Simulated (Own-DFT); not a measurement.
# Around an empty site: 2H SiC, 71 atoms (C35Si36), with one C vacancy

These are calculations, not measurements. The program, named Own-DFT, is a retired in-house plane-wave density functional code that no person has reviewed. Each row is one single-point run on a periodic cell that was not relaxed, without spin or spin-orbit coupling.

Settings of every run: PBE; PseudoDojo norm-conserving scalar-relativistic files; cutoff 42 hartree; 4 x 4 x 3 k mesh centred on Gamma; Fermi-Dirac smearing of 0.1 eV.

Known limits: not probed for a lower state with spin; forces on such cells moved up to 12 meV/angstrom on a denser k mesh; stress not checked against mesh or cutoff.

Cell vectors in Å: (9.248, 0.000, 0.000); (-4.624, 8.009, 0.000); (0.000, 0.000, 10.068). Every atom was also moved at random, by a Gaussian of width 0.03 Å on each axis. The defect's site can differ from row to row. The empty site has 4 nearest neighbours, all Si. For each, d is its distance from the empty site and R the part of its force along the line away from it, positive outwards. The last column is the rms force component on atoms over 4.5 Å away.

| run | d1 (Å) | d2 (Å) | d3 (Å) | d4 (Å) | R1 (eV/Å) | R2 (eV/Å) | R3 (eV/Å) | R4 (eV/Å) | far F (eV/Å) |
|---|---|---|---|---|---|---|---|---|---|
| 1 | 1.889 | 1.894 | 1.898 | 1.901 | -0.32 | -0.55 | -0.65 | -0.64 | 0.85 |
| 2 | 1.860 | 1.875 | 1.899 | 1.916 | -0.30 | 0.14 | -0.28 | -0.79 | 0.92 |
| 3 | 1.834 | 1.862 | 1.894 | 1.905 | -0.11 | -0.15 | -0.41 | -0.50 | 0.88 |
| 4 | 1.865 | 1.876 | 1.877 | 1.895 | -0.41 | -0.37 | -0.11 | -0.85 | 0.97 |
| 5 | 1.877 | 1.907 | 1.916 | 1.934 | -0.86 | -0.42 | -0.93 | -1.36 | 0.69 |
| 6 | 1.826 | 1.857 | 1.878 | 1.884 | -0.33 | -0.33 | -0.25 | -0.45 | 0.73 |
| 7 | 1.881 | 1.922 | 1.931 | 1.934 | -0.45 | -0.80 | -1.05 | -0.96 | 0.74 |
| 8 | 1.830 | 1.834 | 1.892 | 1.923 | 0.30 | -0.10 | -0.49 | -1.00 | 0.74 |
| 9 | 1.860 | 1.891 | 1.934 | 1.936 | ? | ? | ? | ? | ? |

## Worked fit

A straight line through the 32 neighbours shown gives R = -0.49 - 9.7 (d - 1.886) eV/Å, with a scatter of 0.22 left by the moves of the other atoms. The slope, with an error of 1.3, is the pull back towards the neighbour's own site. The constant, -0.49 ± 0.04 eV/Å, is the force at the mean distance: with one bond gone, the neighbours are pushed inwards, towards the empty site. It shows how a relaxation would start, not where it would end, and it depends somewhat on the width of the random moves.

## Withheld run

Question: what mean R should the neighbours of run 9 feel? Their mean d is 1.905 Å.

The line gives -0.68 ± 0.11 eV/Å, by the scatter of the means of the runs shown. The calculation gave R = -0.58, -0.62, -0.62, -0.97, a mean of -0.70 eV/Å.
